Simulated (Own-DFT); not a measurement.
# What a defect does to the pressure of its cell: wurtzite GaN

Calculated, not measured: single-point runs of Own-DFT, a retired in-house plane-wave DFT program that no person has reviewed, on unrelaxed cells, without spin or spin-orbit coupling.

Common settings: PBE; PseudoDojo norm-conserving scalar-relativistic files; cutoff 42 hartree; 4 x 4 x 3 k mesh centred on Gamma; Fermi-Dirac smearing of 0.1 eV.

Known weak points (not all hold for every row): not probed for a lower state with spin; forces not confirmed at this smearing and k mesh; stress not checked against mesh or cutoff.

All runs share one cell, with vectors in Å (9.567, 0.000, 0.000); (-4.784, 8.285, 0.000); (0.000, 0.000, 10.370) and a volume of 822.0 Å³. Atoms were moved at random from their sites; u is the rms move along one axis. The defect's site can differ from row to row.

| cell | formula | u (Å) | P (GPa) |
|---|---|---|---|
| no defect | Ga36N36 | 0.0183 | 5.88 |
| no defect | Ga36N36 | 0.0193 | 5.92 |
| no defect | Ga36N36 | 0.0487 | 7.74 |
| one N on a Ga site | Ga35N37 | 0.0288 | 5.33 |
| one N on a Ga site | Ga35N37 | 0.0320 | 5.61 |
| one N on a Ga site | Ga35N37 | 0.0472 | 6.16 |
| one N on a Ga site | Ga35N37 | 0.0502 | ? |
| one Ga on an N site | Ga37N35 | 0.0279 | 12.02 |
| one Ga on an N site | Ga37N35 | 0.0503 | 13.39 |
| one Ga on an N site | Ga37N35 | 0.0511 | 13.69 |

## Fit

P = P0 + c u² + a shift for each defect gives P0 = 5.67 GPa, c = 819 ± 71 GPa/Å² and a scatter of 0.17 GPa. The shifts, and each times the cell's volume:

- one Ga on an N site: 5.75 ± 0.16 GPa, 29.5 eV
- one N on a Ga site: -1.08 ± 0.14 GPa, -5.6 eV

Against the defect-free cell, a freed cell would be larger where the shift is positive and smaller where it is negative (160.2 GPa Å³ is 1 eV). The atoms around the defects weren't relaxed, which would change these numbers.

## Prediction

Question: what pressure belongs in the blank (one N on a Ga site, u = 0.0502 Å)?

The fitted form gives 6.65 ± 0.22 GPa. The hidden result is 6.62 GPa.
